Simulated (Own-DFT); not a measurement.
# Response to strain: beta-Si3N4, 112 atoms (N64Si48)

These are calculations, not measurements. The program, named Own-DFT, is a retired in-house plane-wave density functional code that no person has reviewed. Each row is one single-point run on a periodic cell that was not relaxed, without spin or spin-orbit coupling.

Settings of every run: PBE; PseudoDojo norm-conserving scalar-relativistic files; cutoff 42 hartree; 2 x 2 x 4 k mesh centred on Gamma; Fermi-Dirac smearing of 0.1 eV.

Known limits: forces on such cells moved up to 12 meV/angstrom on a denser k mesh; stress not checked against mesh or cutoff.

Unstrained cell vectors in Å: (15.212, 0.000, 0.000); (-7.606, 13.174, 0.000); (0.000, 0.000, 5.818). The unstrained cell has measured lattice constants (interpolated for alloys), not those of this functional. That, the random moves and any unrelaxed bonds set the pressure at no strain. Each run strains this cell uniformly, with the atoms carried along. Every atom was also moved at random, by a Gaussian of width 0.05 Å on each axis. Strain is the symmetric tensor, in per cent. Stress is positive in tension, and the pressure is minus a third of its trace.

| run | e_xx (%) | e_yy (%) | e_zz (%) | e_yz (%) | e_xz (%) | e_xy (%) | s_xx (GPa) | s_yy (GPa) | s_zz (GPa) | s_yz (GPa) | s_xz (GPa) | s_xy (GPa) | P (GPa) | E (meV/atom) |
|---|---|---|---|---|---|---|---|---|---|---|---|---|---|---|
| 1 | -0.51 | 0.66 | -1.31 | 0.73 | 1.67 | 1.26 | -11.51 | -7.54 | -16.62 | 2.91 | 2.96 | 5.06 | 11.89 | 32.3 |
| 2 | 0.68 | -0.66 | 1.42 | 0.71 | 0.44 | 0.42 | -1.93 | -7.99 | -2.15 | 2.52 | 0.03 | 1.39 | 4.02 | 0.0 |
| 3 | 1.27 | -0.62 | -1.27 | 1.06 | -1.69 | -0.96 | -2.96 | -10.25 | -17.37 | 3.25 | -4.76 | -3.80 | 10.20 | 22.9 |
| 4 | 0.12 | -1.06 | -0.33 | 0.94 | -0.21 | 0.72 | -8.90 | -12.99 | -14.42 | 4.47 | -2.43 | 0.90 | 12.10 | 26.9 |
| 5 | 0.61 | -1.34 | -1.50 | 1.48 | 0.68 | 0.42 | -6.84 | -17.07 | -20.32 | 4.83 | 3.58 | 2.81 | 14.74 | 37.5 |
| 6 | 0.55 | 0.37 | 1.13 | -1.15 | -0.93 | 1.02 | -1.81 | -2.96 | -2.88 | -4.29 | -1.66 | 2.31 | 2.55 | 2.1 |
| 7 | 1.33 | -1.68 | -0.38 | -1.36 | -1.26 | 1.26 | -2.60 | -15.47 | -12.06 | -5.51 | -4.09 | 4.91 | 10.04 | 19.2 |
| 8 | 0.39 | 1.20 | 0.03 | 0.23 | 1.48 | 0.08 | -3.73 | -0.11 | -11.38 | 1.57 | 3.10 | -1.26 | 5.07 | 40.4 |
| 9 | -0.58 | 1.63 | -0.47 | 0.01 | -0.17 | -0.87 | -11.07 | 0.84 | -11.23 | 0.73 | -0.10 | -5.87 | 7.16 | 18.2 |
| 10 | 1.95 | 1.00 | -1.72 | 1.25 | -0.27 | 1.64 | 3.03 | -2.53 | -17.23 | 3.11 | -2.16 | 5.99 | 5.58 | 14.8 |
| 11 | 0.46 | -1.59 | 1.08 | -1.52 | 1.37 | -1.83 | -7.57 | -12.76 | -4.59 | -4.40 | 3.80 | -5.24 | 8.31 | 31.4 |
| 12 | 0.18 | 0.52 | 0.18 | 1.73 | 0.21 | 0.02 | -5.16 | -1.80 | -10.55 | 5.48 | 0.63 | 1.67 | 5.84 | 13.2 |
| 13 | 0.58 | 0.07 | 1.44 | -1.94 | -0.52 | 0.14 | -2.45 | -5.73 | -0.03 | -4.14 | -2.43 | -1.46 | 2.74 | 9.7 |
| 14 | -1.60 | -1.99 | -1.40 | 1.06 | -0.47 | 1.43 | -23.60 | -22.38 | -25.20 | 6.32 | -1.63 | 7.74 | 23.72 | 81.5 |
| 15 | 0.17 | 1.87 | -1.65 | -1.47 | 1.43 | -1.38 | -5.37 | -0.28 | -20.93 | -5.27 | 4.97 | -5.33 | 8.86 | 50.5 |
| 16 | 1.76 | -0.40 | -1.19 | 1.66 | 1.89 | -0.75 | 0.07 | -8.94 | -18.10 | 5.83 | 5.75 | -1.79 | 8.99 | 37.9 |
| 17 | -0.59 | -1.99 | 1.65 | 1.16 | -0.49 | -0.14 | ? | ? | ? | ? | ? | ? | ? | ? |

E is the free energy for each atom above the lowest run shown.

## Worked fit

Each stress component was fitted by least squares to a constant and the strains of the runs shown, as fractions, with shears doubled. Shear strains stay in the fit of a normal stress only where such slopes are resolved. The slopes, in GPa:

| stress | at no strain | per e_xx | per e_yy | per e_zz | scatter |
|---|---|---|---|---|---|
| s_xx | -8.0 | 631 ± 26 | 157 ± 19 | 133 ± 21 | 0.91 |
| s_yy | -7.3 | 123 ± 30 | 539 ± 22 | 164 ± 24 | 1.04 |
| s_zz | -11.0 | 137 ± 45 | 95 ± 33 | 628 ± 36 | 1.57 |

Each shear stress against twice its own strain: yz 168 ± 12, xz 134 ± 15, xy 184 ± 17 GPa. These are stiffnesses along x, y and z of the frame in which the cell vectors are given, which need not be the crystal's axes. The atoms are held to the strained lattice; where symmetry lets them move under strain, relaxing them would lower some slopes. The table should be nearly symmetric about its diagonal, and what it lacks of that shows the noise. A ninth of its sum, 290 ± 9 GPa, estimates the bulk modulus near the mean pressure of these runs, 8.9 GPa, so it lies above the value at zero pressure.

## Withheld run

Question: what normal stresses and pressure should run 17 give?

The fit gives s_xx = -12.6, s_yy = -16.0, s_zz = -3.3 and P = 10.6 GPa. The calculation gave -8.39, -18.69, -3.43 and P = 10.17 GPa. This run lies off the fit, by chance or by something that the fit leaves out.
